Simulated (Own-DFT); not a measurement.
Simulation results for SiC (3C silicon carbide, atoms displaced)

A calculation, not a measurement: plane-wave PBE density functional theory by an unreviewed code, no spin, of a simulated periodic cell, stress positive in tension, free energy of the whole cell less one offset for each atom, forces on such cells passed a denser k mesh, this cell's mesh not checked; offsets are fitted by least squares, one for each functional and potential file, so energies compare only between cells with the same atoms and settings and are not formation energies; the far tail of each file's local potential was reset to the Coulomb form; each entry is a single point on an unrelaxed cell, so the pressure reflects the starting lattice, mostly measured values (interpolated for alloys), from which strain is counted, and rises with the displacements; printed positions are rounded, which can move forces by about a meV/angstrom; the program, named Own-DFT, is a retired in-house code; no spin-orbit coupling. Program: Own-DFT development build.

### SiC (3C silicon carbide, atoms displaced)

```
CELL_PARAMETERS angstrom
8.71920 0.00000 0.00000
0.00000 8.71920 0.00000
0.00000 0.00000 8.71920
ATOMIC_POSITIONS crystal
Si 0.00723 0.01015 0.00358
Si 0.01025 0.24136 0.24274
Si 0.25794 0.01180 0.26264
Si 0.23564 0.24354 0.99654
C 0.11969 0.12161 0.13719
C 0.12275 0.37555 0.38452
C 0.39478 0.12579 0.36592
C 0.37210 0.37899 0.11932
Si 0.99144 0.01435 0.48519
Si 0.98127 0.24081 0.76170
Si 0.26346 0.01535 0.75026
Si 0.25774 0.25033 0.50915
C 0.11794 0.12666 0.60965
C 0.12229 0.38411 0.88895
C 0.35777 0.13507 0.87706
C 0.36618 0.37536 0.61335
Si 0.00679 0.49030 0.98650
Si 0.03707 0.73784 0.25857
Si 0.24825 0.50669 0.24493
Si 0.25390 0.73916 0.97774
C 0.11874 0.63194 0.11445
C 0.13134 0.87554 0.39246
C 0.35227 0.62811 0.39309
C 0.36558 0.87034 0.13435
Si 0.00486 0.50100 0.50884
Si 0.00510 0.76723 0.77376
Si 0.26194 0.48690 0.75952
Si 0.24160 0.75765 0.51195
C 0.12755 0.63679 0.62564
C 0.13565 0.88974 0.86597
C 0.35975 0.63610 0.87781
C 0.37093 0.86826 0.62830
Si 0.49710 0.98267 0.00555
Si 0.48436 0.25479 0.22742
Si 0.76681 0.98035 0.25647
Si 0.74461 0.24554 0.00343
C 0.63811 0.11935 0.11924
C 0.62396 0.36886 0.36415
C 0.87289 0.12250 0.36607
C 0.87204 0.38022 0.11799
Si 0.49492 0.99267 0.50837
Si 0.49121 0.24759 0.75620
Si 0.74448 0.00452 0.73446
Si 0.74259 0.24524 0.51781
C 0.62787 0.11024 0.61860
C 0.63757 0.39648 0.86659
C 0.87490 0.12916 0.87034
C 0.88359 0.39036 0.61271
Si 0.48985 0.52210 0.99683
Si 0.49674 0.73750 0.24697
Si 0.77254 0.48298 0.26051
Si 0.74018 0.76443 0.01678
C 0.62670 0.61170 0.12195
C 0.61435 0.87517 0.37743
C 0.87420 0.61246 0.37874
C 0.88731 0.89406 0.12658
Si 0.50112 0.49476 0.50908
Si 0.49460 0.76260 0.73596
Si 0.74795 0.51314 0.76699
Si 0.75965 0.74163 0.48792
C 0.61646 0.63599 0.60496
C 0.64708 0.86412 0.86977
C 0.86326 0.64538 0.88864
C 0.86960 0.87555 0.60826
```

* functional: PBE
* potential files: PseudoDojo norm-conserving, scalar-relativistic, standard set
* wave cutoff: 42 hartree
* occupations: Fermi-Dirac
* smearing width: 0.1 eV
* hardware: one NVIDIA H100
* k mesh: 4 x 4 x 4 centred on Gamma
* free energy of cell above offsets: 8.254 eV
* pressure: 9.47 GPa
* stress xx: -9.3 GPa
* stress yy: -10.16 GPa
* stress zz: -8.96 GPa
* stress yz: -1.16 GPa
* stress xz: 2.36 GPa
* stress xy: -0.01 GPa
* wall time: 362.7 s

Force:
| element | x (eV/Å) | y (eV/Å) | z (eV/Å) |
| --- | --- | --- | --- |
| Si | -0.683 | -1.573 | -1.336 |
| Si | -3.866 | 4.172 | 3.569 |
| Si | -1.045 | -3.016 | -0.639 |
| Si | 0.485 | 2.114 | 2.657 |
| C | 3.703 | -0.721 | -2.746 |
| C | 1.15 | -0.634 | -2.395 |
| C | -2.313 | 0.555 | 2.532 |
| C | -1.798 | 1.119 | -1.977 |
| Si | 1.148 | -3.21 | 2.269 |
| Si | 4.692 | 4.803 | -5.528 |
| Si | -4.032 | -2.474 | -2.818 |
| Si | -2.964 | -1.348 | -4.175 |
| C | 1.423 | 0.51 | 3.222 |
| C | 3.445 | -5.264 | -5.23 |
| C | 3.759 | -0.647 | 0.664 |
| C | 3.003 | 0.098 | 4.671 |
| Si | -6.084 | 6.102 | 5.193 |
| Si | -4.865 | 2.652 | 0.948 |
| Si | -0.757 | -0.731 | 1.743 |
| Si | -6.493 | 7.763 | 7.833 |
| C | 2.608 | -2.631 | -1.835 |
| C | -0.554 | 2.189 | -2.727 |
| C | 2.966 | -1.137 | -2.685 |
| C | 0.556 | -0.389 | -2.014 |
| Si | 1.983 | 1.973 | -1.801 |
| Si | -2.426 | -1.912 | -4.529 |
| Si | -2.849 | 2.466 | -1.873 |
| Si | 0.945 | -1.106 | -0.395 |
| C | -1.414 | -2.339 | 3.448 |
| C | 0.234 | 0.674 | 2.533 |
| C | 7.316 | -5.606 | -6.303 |
| C | -0.541 | 4.521 | -0.298 |
| Si | 1.34 | 1.747 | -0.08 |
| Si | 5.277 | -1.377 | 2.605 |
| Si | -3.957 | 3.237 | 0.723 |
| Si | 1.044 | 2.062 | -1.222 |
| C | -3.358 | -1.067 | 0.596 |
| C | -0.64 | -0.117 | 1.943 |
| C | -0.674 | 2.037 | 0.54 |
| C | 2.55 | -2.657 | -0.752 |
| Si | 0.796 | 0.08 | -2.979 |
| Si | 2.037 | 1.634 | -0.917 |
| Si | 3.369 | -3.549 | 2.776 |
| Si | 1.777 | 2.25 | -4.601 |
| C | -3.665 | 2.803 | 1.6 |
| C | -5.707 | -5.442 | 3.401 |
| C | -2.881 | -3.002 | 2.758 |
| C | -4.031 | -3.949 | 5.502 |
| Si | 1.696 | -3.063 | -0.032 |
| Si | -0.491 | 0.718 | 2.184 |
| Si | -3.715 | 0.97 | -1.179 |
| Si | 3.009 | -2.182 | 0.648 |
| C | 0.118 | 2.311 | 2.003 |
| C | 2.186 | -1.656 | -1.413 |
| C | 3.168 | 1.493 | -0.986 |
| C | 0.478 | -4.183 | -0.526 |
| Si | -0.243 | 0.988 | -3.652 |
| Si | 3.511 | -3.244 | 2.511 |
| Si | 3.094 | 3.511 | -5.715 |
| Si | -2.3 | 1.64 | 0.954 |
| C | 0.759 | -1.035 | 3.452 |
| C | -5.074 | 2.617 | -1.458 |
| C | 2.58 | -1.583 | -0.634 |
| C | 1.215 | 1.037 | 1.973 |
